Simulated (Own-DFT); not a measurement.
# Strain and stress in C40 NbSi2, 36 atoms (Nb12Si24)

The numbers are computed, not measured, by runs of the plane-wave DFT program Own-DFT (in-house, retired, unreviewed) at fixed positions, with no spin and no spin-orbit coupling.

Settings: PBE; PseudoDojo norm-conserving scalar-relativistic files; cutoff 42 hartree; 4 x 4 x 5 k mesh centred on Gamma; cold (Marzari-Vanderbilt) smearing of 0.2 eV.

Caveats: forces on such cells failed a check on a denser k mesh; stress not checked against mesh or cutoff.

Unstrained cell vectors in Å: (0.000, 8.324, 0.000); (-9.613, 0.000, 0.000); (0.000, 0.000, 6.586). The unstrained cell was taken from the Materials Project. The random moves and any unrelaxed bonds add to the pressure at no strain. In each run the cell takes a homogeneous strain; fractional positions stay. All atoms carry random offsets, Gaussian with a width of 0.05 Å per axis. Stress is counted positive in tension, P = -(s_xx + s_yy + s_zz)/3, and strain components are those of the symmetric tensor.

```
run,e_xx (%),e_yy (%),e_zz (%),e_yz (%),e_xz (%),e_xy (%),s_xx (GPa),s_yy (GPa),s_zz (GPa),s_yz (GPa),s_xz (GPa),s_xy (GPa),P (GPa),E (meV/atom)
1,-0.57,0.35,1.07,-1.34,-0.36,0.54,-3.48,-0.81,1.26,-3.95,-0.99,1.77,1.01,3.8
2,1.33,1.57,-1.44,1.77,1.55,0.11,2.03,2.69,-8.89,5.60,4.12,0.31,1.39,26.2
3,1.21,1.03,1.84,-0.22,-1.03,1.85,3.31,3.76,5.87,-0.42,-1.82,4.89,-4.31,6.5
4,1.26,0.09,-1.06,1.99,0.20,0.77,1.52,-2.12,-7.52,5.49,0.53,2.26,2.71,9.8
5,0.21,-0.58,1.15,-0.15,1.48,0.04,-1.13,-3.71,1.84,-0.49,4.22,0.27,1.00,0.0
6,0.81,0.75,-1.52,-1.27,1.08,-1.18,-0.09,0.41,-9.36,-4.16,3.63,-3.00,3.01,1.8
7,0.34,1.46,0.38,1.70,0.14,-1.65,-0.64,2.59,-0.70,5.54,0.18,-4.76,-0.42,19.9
8,-0.80,-1.19,0.84,-0.38,-0.55,0.42,-5.24,-7.37,-1.91,-1.38,-2.14,1.54,4.84,17.8
9,1.32,1.42,-1.72,1.24,-1.99,-1.79,0.96,2.16,-10.28,4.34,-6.87,-4.57,2.39,32.0
10,1.94,0.14,1.85,-1.24,0.23,-0.71,5.63,0.49,5.23,-3.84,0.85,-1.84,-3.78,13.9
11,-1.49,-0.68,-1.01,1.41,-0.89,-1.66,-10.58,-6.87,-10.86,4.45,-2.67,-5.47,9.44,34.9
12,1.78,-0.21,-1.90,-1.95,-0.53,1.77,0.52,-3.62,-12.10,-5.16,-0.16,5.33,5.07,47.8
13,-0.23,-1.68,-0.25,0.67,0.57,1.10,-4.79,-9.75,-6.69,2.63,1.94,3.38,7.07,20.8
14,-0.77,-0.04,-1.84,-1.41,-0.53,1.47,-7.25,-4.33,-12.99,-3.99,-1.25,4.84,8.19,18.5
15,1.61,-0.53,0.26,-0.68,0.43,1.84,?,?,?,?,?,?,?,?
```

The last column gives the free energy per atom over the lowest of the runs shown.

## Worked fit

Each stress component was fitted by least squares to a constant and the strains of the runs shown, as fractions, with shears doubled. Shear strains stay in the fit of a normal stress only where such slopes are resolved. The slopes, in GPa:

```
stress  at no strain  per e_xx  per e_yy  per e_zz  scatter
  s_xx          -2.9  355 ± 20   66 ± 22   93 ± 13     0.67
  s_yy          -2.7   69 ± 13  375 ± 15    70 ± 9     0.45
  s_zz          -4.0   59 ± 16   84 ± 17  463 ± 10     0.53
```

The slope of each shear stress on twice its own strain, from a fit on all six strains: yz 151 ± 5, xz 147 ± 8, xy 142 ± 5 GPa. These are stiffnesses along x, y and z of the frame in which the cell vectors are given, which need not be the crystal's axes. No internal relaxation is included, and where it is allowed it would reduce some of the slopes. Symmetry asks for nearly equal slopes across the diagonal; the mismatch is a measure of noise. A ninth of the table's sum, 182 ± 8 GPa, estimates the bulk modulus near the mean pressure of these runs, 2.7 GPa, so it lies above the value at zero pressure.

## Withheld run

Q: what normal stresses and pressure should run 15 give?

Estimate: s_xx = 2.8, s_yy = -3.4, s_zz = -2.3 and P = 1.0 GPa. Computed: 3.07, -3.58, -1.43 and P = 0.64 GPa.
